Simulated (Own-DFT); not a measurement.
# A layer strained by its substrate: wurtzite AlGaN with randomly placed atoms, 96 atoms (Al36Ga12N48)

Everything here is calculated. The program is Own-DFT (plane waves, in-house, since retired, never reviewed by a person); positions were held fixed, and spin and spin-orbit coupling were off.

Settings: PBE; PseudoDojo norm-conserving scalar-relativistic files (stringent for Ga); cutoff 96 hartree; 3 x 4 x 3 k mesh centred on Gamma; Gaussian smearing of 0.01 eV.

Caveats: k mesh not checked against a denser one; stress not checked against mesh or cutoff.

Unstrained cell vectors in Å: (12.525, 0.000, 0.000); (-4.697, 8.135, 0.000); (0.000, 0.000, 10.066). The unstrained cell has measured lattice constants (interpolated for alloys), not those of this functional. That, the random moves and any unrelaxed bonds set the pressure at no strain. Each run strains x and y alike by e, as a substrate would, and holds the height along z. All atoms carry random offsets, Gaussian with a width of 0.05 Å per axis. The random placing of the alloy's atoms differs from row to row. Stress is positive in tension.

```
e (%),u (Å),(s_xx + s_yy)/2 (GPa),s_zz (GPa)
-3.00,0.052,-27.67,-9.89
-2.25,0.047,-20.89,-10.13
-1.75,0.054,-16.66,-11.23
-1.00,0.052,-11.68,-8.45
-0.50,0.048,?,?
1.25,0.048,-0.07,-3.13
1.75,0.051,2.24,-3.95
2.00,0.049,4.31,-4.57
2.25,0.048,4.31,-1.60
2.50,0.051,6.46,-4.45
```

## Worked fit

With e as a fraction, the in-plane stress is -5.8 + 573 e - 4687 e² GPa (errors 11 and 986, scatter 0.67), and s_zz is -6.7 + 151 e GPa (slope ± 23, scatter 1.43). At e = 0 the first slope is C11 + C12 and the second 2 C13, both with the ions held to the strained lattice and at the cell's own pressure. The term in e² is negative: the layer stiffens under compression and softens under tension. A free layer would change its height as e changes, and the in-plane slope would drop by 2 C13²/C33 to the biaxial modulus. At fixed height, a misfit of 1 % moves the in-plane stress by about 5.7 GPa and s_zz by 1.5 GPa.

## Prediction

Asked: what are the two stresses at e = -0.50 %?

Estimate: -8.7 and -7.4 GPa. The calculation gave -9.78 and -6.25 GPa.
